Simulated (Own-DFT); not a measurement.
# Which arrangement is lower? C34N2Si36, 72 atoms

Calculated results; nothing here was measured. The program, named Own-DFT, is a retired in-house plane-wave density functional code that no person has reviewed. Each row is one single-point run on a periodic cell that was not relaxed, without spin or spin-orbit coupling.

Settings of every run: PBE; PseudoDojo norm-conserving scalar-relativistic files; cutoff 42 hartree; 4 x 4 x 3 k mesh centred on Gamma; Fermi-Dirac smearing of 0.1 eV.

Known limits: not probed for a lower state with spin; forces on such cells passed a denser k mesh, each cell not checked; stress not checked against mesh or cutoff.

All cells hold the same atoms in the same cell, with vectors in Å (9.248, 0.000, 0.000); (-4.624, 8.009, 0.000); (0.000, 0.000, 10.068). Every atom was moved at random from its ideal site; u is the rms move along one axis. The defect's site can differ from row to row. E is the free energy of the cell above the lowest run. The arrangements:

- A: 4H SiC, with two N on a C site each, 3.1 Å apart
- B: 2H SiC, with two N on a C site each, 3.1 Å apart

| arrangement | u (Å) | E (eV) | P (GPa) |
|---|---|---|---|
| A | 0.0296 | 0.583 | 2.87 |
| A | 0.0301 | 0.055 | 2.65 |
| A | 0.0315 | 0.000 | 2.66 |
| A | 0.0473 | 3.696 | 3.76 |
| A | 0.0498 | 4.320 | 4.34 |
| A | 0.0513 | 4.429 | 4.22 |
| B | 0.0290 | 0.883 | 2.89 |
| B | 0.0292 | 1.106 | 3.04 |
| B | 0.0311 | 1.173 | 3.01 |
| B | 0.0479 | 4.454 | 3.99 |
| B | 0.0485 | 4.741 | 4.37 |
| B | 0.0487 | 4.768 | 4.32 |

Question: once the cost of the random moves is taken out, how do the arrangements rank?

## Worked answer

Fit E = a + b u², with one b for all and one a for each arrangement, and with residuals divided by u², since the noise grows with the moves. Then b = 2483 eV/Å², the scatter at u = 0.04 Å is 0.39 eV, and against A:

- B: 0.88 ± 0.17 eV (higher)

These are energies of unrelaxed cells. Relaxing the atoms lowers the strained arrangements most, so the gaps would shrink and small ones could change sign.
